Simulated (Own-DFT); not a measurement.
# Misfit strain and the stress it brings: wurtzite GaN, 72 atoms (Ga36N36)

Everything here is calculated. The program is Own-DFT (plane waves, in-house, since retired, never reviewed by a person); positions were held fixed, and spin and spin-orbit coupling were off.

Settings: PBE; PseudoDojo norm-conserving scalar-relativistic files; cutoff 42 hartree; 4 x 4 x 3 k mesh centred on Gamma; Fermi-Dirac smearing of 0.1 eV.

Limits: forces not confirmed at this smearing and k mesh; stress not checked against mesh or cutoff.

Unstrained cell vectors in Å: (9.567, 0.000, 0.000); (-4.784, 8.285, 0.000); (0.000, 0.000, 10.370). The unstrained cell has measured lattice constants (interpolated for alloys), not those of this functional. That, the random moves and any unrelaxed bonds set the pressure at no strain. Each run strains x and y alike by e, as a substrate would, and holds the height along z. All atoms carry random offsets, Gaussian with a width of 0.05 Å per axis. Stress is positive in tension.

```
e (%),u (Å),(s_xx + s_yy)/2 (GPa),s_zz (GPa)
-2.75,0.050,-23.81,-12.54
-2.50,0.052,-24.48,-10.21
-2.25,0.048,-20.29,-11.66
-1.75,0.049,-17.98,-10.54
-1.25,0.050,-15.28,-9.29
-0.25,0.049,-9.55,-7.81
1.25,0.051,?,?
1.50,0.046,0.49,-6.60
2.00,0.050,2.53,-7.34
2.25,0.050,3.60,-6.57
```

## Fit

With e as a fraction, the in-plane stress is -7.9 + 557 e - 1645 e² GPa (errors 16 and 1349, scatter 0.85), and s_zz is -8.6 + 103 e GPa (slope ± 15, scatter 0.85). At e = 0 the first slope is C11 + C12 and the second 2 C13, both with the ions held to the strained lattice and at the cell's own pressure. A free layer would change its height as e changes, and the in-plane slope would drop by 2 C13²/C33 to the biaxial modulus. At fixed height, a misfit of 1 % moves the in-plane stress by about 5.6 GPa and s_zz by 1.0 GPa.

## Prediction

Asked: what are the two stresses at e = 1.25 %?

The fit gives -1.2 and -7.3 GPa. The run itself gave -0.72 and -7.51 GPa.
